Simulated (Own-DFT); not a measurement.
## Calculated data, AlN (wurtzite, atoms displaced)

Computed with Own-DFT development build. A calculation, not a measurement: plane-wave PBE density functional theory by an unreviewed code, no spin, of a simulated periodic cell, stress positive in tension, free energy of the whole cell less one offset for each atom, forces on such cells passed a denser k mesh, this cell's mesh not checked; offsets are fitted by least squares, one for each functional and potential file, so energies compare only between cells with the same atoms and settings and are not formation energies; the far tail of each file's local potential was reset to the Coulomb form; each entry is a single point on an unrelaxed cell, so the pressure reflects the starting lattice, mostly measured values (interpolated for alloys), from which strain is counted, and rises with the displacements; printed positions are rounded, which can move forces by about a meV/angstrom; the program, named Own-DFT, is a retired in-house code; no spin-orbit coupling.

Entry: AlN (wurtzite, atoms displaced)

```
cell vectors (Å)
  12.4480     0.0000     0.0000
  -6.2240    10.7803     0.0000
   0.0000     0.0000     9.9640
atoms (fractions of the cell vectors)
Al  0.08518  0.15490  0.00009
Al  0.15090  0.08854  0.24961
N   0.07883  0.16621  0.20512
N   0.15707  0.06582  0.43258
Al  0.08655  0.17114  0.48504
Al  0.17055  0.07311  0.74077
N   0.08298  0.17572  0.68280
N   0.17031  0.08260  0.94971
Al  0.08953  0.41224  0.99732
Al  0.16525  0.33723  0.25481
N   0.09110  0.42176  0.20827
N   0.16354  0.33732  0.43168
Al  0.08837  0.42688  0.49457
Al  0.16483  0.32956  0.74177
N   0.08101  0.41057  0.68966
N   0.16824  0.33378  0.94939
Al  0.08470  0.66548  0.00084
Al  0.16651  0.59532  0.24853
N   0.08099  0.68861  0.19418
N   0.15113  0.57721  0.43329
Al  0.09596  0.67525  0.50453
Al  0.16677  0.59512  0.74874
N   0.09281  0.67540  0.67930
N   0.16053  0.57764  0.94460
Al  0.08155  0.90242  0.00925
Al  0.17440  0.84307  0.25864
N   0.08074  0.91031  0.20551
N   0.17230  0.82680  0.42664
Al  0.09860  0.92028  0.48484
Al  0.15452  0.82654  0.76159
N   0.10250  0.92303  0.67711
N   0.17874  0.83656  0.94299
Al  0.35050  0.16797  0.98555
Al  0.40030  0.07900  0.24928
N   0.34509  0.17147  0.18319
N   0.41365  0.08221  0.43936
Al  0.32332  0.15547  0.51368
Al  0.41308  0.07491  0.75582
N   0.34298  0.15652  0.68530
N   0.39667  0.06891  0.94601
Al  0.33525  0.41861  0.00776
Al  0.40427  0.32992  0.26361
N   0.33050  0.41772  0.18511
N   0.40111  0.31554  0.43845
Al  0.34055  0.40654  0.49571
Al  0.41370  0.33359  0.74413
N   0.32992  0.43494  0.69948
N   0.40480  0.31541  0.93680
Al  0.34206  0.66841  0.00852
Al  0.42732  0.60052  0.24164
N   0.33352  0.66091  0.20006
N   0.42312  0.58422  0.44639
Al  0.32420  0.65876  0.51127
Al  0.42276  0.57858  0.74114
N   0.32298  0.66314  0.67514
N   0.40468  0.57617  0.94744
Al  0.31922  0.91274  0.00788
Al  0.40520  0.83588  0.24866
N   0.33359  0.91390  0.18755
N   0.42667  0.83953  0.42886
Al  0.32036  0.90112  0.49843
Al  0.42113  0.82320  0.74520
N   0.35012  0.92844  0.68102
N   0.43104  0.85001  0.94722
Al  0.60124  0.16138  0.98960
Al  0.66682  0.07255  0.26608
N   0.57740  0.15934  0.19752
N   0.67457  0.07622  0.43028
Al  0.58764  0.17568  0.51123
Al  0.66529  0.08789  0.74349
N   0.57784  0.16090  0.67632
N   0.66012  0.07902  0.94849
Al  0.58283  0.41246  0.99214
Al  0.67526  0.33806  0.22644
N   0.58551  0.42191  0.19462
N   0.66865  0.33315  0.42623
Al  0.59104  0.41245  0.49284
Al  0.66006  0.34411  0.74212
N   0.56695  0.41509  0.69201
N   0.67591  0.32994  0.94379
Al  0.56813  0.66023  0.99983
Al  0.67113  0.60125  0.25378
N   0.58961  0.67217  0.19402
N   0.65469  0.57192  0.44957
Al  0.57406  0.67343  0.48785
Al  0.66138  0.59076  0.75280
N   0.58276  0.66014  0.68134
N   0.66386  0.58689  0.95109
Al  0.60083  0.91209  0.01131
Al  0.67549  0.84131  0.26636
N   0.57987  0.91829  0.18453
N   0.66130  0.82246  0.43965
Al  0.58402  0.91880  0.51829
Al  0.66770  0.85327  0.75781
N   0.58673  0.93457  0.68627
N   0.67483  0.83701  0.95290
Al  0.83996  0.17275  0.98982
Al  0.92400  0.07914  0.26041
N   0.81913  0.15555  0.18818
N   0.91291  0.07848  0.45796
Al  0.81417  0.14904  0.50673
Al  0.92341  0.10182  0.77617
N   0.82505  0.17228  0.68826
N   0.91764  0.09287  0.93626
Al  0.82448  0.40981  0.01034
Al  0.90549  0.33934  0.25763
N   0.81475  0.40111  0.18867
N   0.90237  0.32313  0.43919
Al  0.84157  0.42027  0.50854
Al  0.93948  0.34087  0.74631
N   0.85742  0.42376  0.69188
N   0.91088  0.33490  0.94303
Al  0.83228  0.65819  0.98898
Al  0.91433  0.58683  0.25162
N   0.83075  0.65548  0.18841
N   0.93475  0.59245  0.43922
Al  0.83202  0.67353  0.50914
Al  0.91677  0.59198  0.75408
N   0.83236  0.66291  0.69331
N   0.91746  0.58881  0.93995
Al  0.83272  0.91771  0.99321
Al  0.91633  0.81361  0.26103
N   0.84201  0.92702  0.17597
N   0.92392  0.83570  0.44025
Al  0.84581  0.92689  0.49619
Al  0.92148  0.82706  0.76120
N   0.82871  0.91151  0.68550
N   0.90621  0.83299  0.93095
```

It was run with functional PBE, potential files PseudoDojo norm-conserving, scalar-relativistic, standard set, wave cutoff 42 hartree, occupations Fermi-Dirac, smearing width 0.1 eV, hardware one NVIDIA H100 and k mesh 2 x 2 x 2 centred on Gamma.

The calculation gives: free energy of cell above offsets -24.099 eV; pressure 11.73 GPa; stress xx -11.12 GPa; stress yy -10.5 GPa; stress zz -13.56 GPa; stress yz 0.26 GPa; stress xz -0.16 GPa; stress xy 1.47 GPa; wall time 395.1 s.

Force:
| element | x (eV/Å) | y (eV/Å) | z (eV/Å) |
| --- | --- | --- | --- |
| Al | -1.432 | 2.64 | 0.782 |
| Al | 6.652 | -2.737 | -0.343 |
| N | -1.251 | 2.581 | -2.442 |
| N | -0.763 | 6.219 | 0.274 |
| Al | -0.722 | -0.707 | 1.905 |
| Al | -1.201 | 3.334 | 2.174 |
| N | 1.551 | -2.6 | 0.177 |
| N | 0.581 | -2.36 | -1.696 |
| Al | -2.662 | 0.443 | 2.093 |
| Al | 0.781 | 0.32 | -2.007 |
| N | -3.351 | 0.729 | -2.502 |
| N | 1.868 | -0.25 | 2.918 |
| Al | -1.184 | -4.055 | 0.255 |
| Al | 0.355 | 2.08 | 1.934 |
| N | 4.465 | 4.405 | -2.105 |
| N | 1.101 | -2.06 | -1.557 |
| Al | -0.31 | 0.093 | 1.179 |
| Al | -0.04 | -1.492 | -0.374 |
| N | 1.772 | -3.648 | -1.859 |
| N | 2.371 | 2.948 | 1.015 |
| Al | -1.753 | -1.434 | -2.609 |
| Al | 1.124 | -2.679 | 1.182 |
| N | -1.803 | -0.072 | 3.517 |
| N | 0.855 | 1.546 | -0.734 |
| Al | -1.295 | 2.163 | 0.45 |
| Al | -0.038 | 0.065 | -3.632 |
| N | -0.756 | 1.365 | -1.864 |
| N | -1.51 | 0.364 | 3.866 |
| Al | -0.949 | -4.65 | 1.712 |
| Al | 3.205 | 2.088 | -1.948 |
| N | -1.966 | -3.183 | 0.536 |
| N | -5.565 | -4.016 | -1.666 |
| Al | -4.583 | -1.054 | 4.553 |
| Al | 4.144 | 1.053 | 0.978 |
| N | -4.238 | 0.495 | -0.279 |
| N | -0.403 | -0.841 | 0.458 |
| Al | 1.683 | -0.548 | -4.54 |
| Al | 1.589 | 0.311 | 0.462 |
| N | -3.551 | 2.262 | 2.631 |
| N | 5.276 | -0.507 | -2.944 |
| Al | 0.143 | -2.773 | -1.528 |
| Al | 2.417 | 0.097 | -4.465 |
| N | 0.52 | 0.603 | 2.743 |
| N | 1.704 | 0.232 | 2.603 |
| Al | -3.726 | 3.163 | 0.94 |
| Al | -2.427 | -1.774 | 1.512 |
| N | 1.569 | -7.903 | -2.922 |
| N | 0.279 | 6.112 | -1.881 |
| Al | -2.797 | 1.536 | -0.328 |
| Al | 1.003 | -3.437 | 2.733 |
| N | -2.813 | 2.343 | -1.615 |
| N | -4.031 | -2.529 | -1.686 |
| Al | 1.197 | 0.51 | -8.009 |
| Al | -1.149 | 5.181 | 1.785 |
| N | 1.613 | 0.621 | 6.634 |
| N | 1.828 | 1.251 | -1.86 |
| Al | 6.481 | 2.3 | 0.333 |
| Al | 4.678 | -0.545 | -0.229 |
| N | -2.979 | 0.669 | 0.455 |
| N | -1.196 | -1.73 | 2.935 |
| Al | 3.831 | 4.069 | 0.568 |
| Al | -2.599 | 2.621 | 1.37 |
| N | -0.685 | -4.681 | 0.835 |
| N | 0.055 | -3.406 | -1.129 |
| Al | -7.987 | 2.711 | 5.109 |
| Al | -2.516 | 1.151 | -6.844 |
| N | 0.525 | 0.489 | -1.354 |
| N | -3.433 | -1.697 | 6.222 |
| Al | -0.735 | -1.326 | -7.462 |
| Al | -0.623 | 1.973 | 2.626 |
| N | -0.221 | 1.857 | 6.391 |
| N | 7.558 | -3.501 | -4.563 |
| Al | -0.917 | -0.347 | 2.218 |
| Al | -10.25 | -6.365 | 4.39 |
| N | -0.87 | 0.347 | -0.81 |
| N | 0.956 | 0.395 | 2.315 |
| Al | -1.728 | -0.789 | -0.337 |
| Al | 3.101 | -1.737 | 0.757 |
| N | 3.26 | 1.913 | -0.947 |
| N | -3.805 | -0.191 | -2.528 |
| Al | 2.482 | 1.412 | 0.842 |
| Al | 1.717 | -4.639 | 0.38 |
| N | -1.575 | 1.604 | -1.118 |
| N | 0.779 | 3.517 | -1.029 |
| Al | 4.015 | -2.799 | 2.995 |
| Al | 1.711 | -1.141 | 0.37 |
| N | -2.387 | 2.891 | 0.882 |
| N | -0.135 | -1.042 | -2.195 |
| Al | -5.07 | 2.701 | -0.122 |
| Al | -1.201 | 0.731 | -4.467 |
| N | 0.937 | -1.836 | 3.173 |
| N | 0.856 | 4.919 | 1.638 |
| Al | -0.22 | -0.491 | -6.713 |
| Al | 2.395 | -1.668 | -0.794 |
| N | 0.989 | -3.721 | 3.356 |
| N | -0.459 | -2.953 | -3.358 |
| Al | -2.736 | -0.547 | 3.46 |
| Al | -4.571 | 0.382 | -0.473 |
| N | 2.897 | 1.895 | -0.174 |
| N | 0.455 | 3.391 | -3.055 |
| Al | 3.744 | 3.959 | -0.218 |
| Al | 0.176 | -1.37 | -10.8 |
| N | 2.321 | -0.075 | 1.867 |
| N | 2.042 | -1.813 | 6.461 |
| Al | 2.989 | 1.72 | -2.034 |
| Al | 3.056 | -2.818 | -0.757 |
| N | 8.412 | 7.313 | -1.663 |
| N | 1.485 | 0.664 | 1.316 |
| Al | -0.554 | 0.096 | -1.575 |
| Al | -7.145 | -3.083 | 2.259 |
| N | -3.387 | 0.987 | 0.661 |
| N | 2.281 | 0.915 | -0.655 |
| Al | -2.823 | 2.01 | 2.335 |
| Al | 1.724 | -1.355 | 1.021 |
| N | -1.552 | 1.738 | -0.818 |
| N | -2.747 | -0.821 | 0.636 |
| Al | 0.574 | -1.577 | -1.556 |
| Al | 2.511 | -2.714 | -1.25 |
| N | -1.026 | 0.713 | 0.676 |
| N | 1.913 | -1.16 | -0.023 |
| Al | 1.201 | 1.357 | 1.02 |
| Al | -0.879 | 2.176 | -2.205 |
| N | 0.563 | -2.167 | 2.909 |
| N | -0.56 | -0.522 | 1.204 |
| Al | -0.429 | -4.678 | 2.353 |
| Al | -1.787 | 1.925 | -4.958 |
| N | 0.647 | 0.768 | 1.772 |
| N | 3.096 | -0.816 | 3.489 |
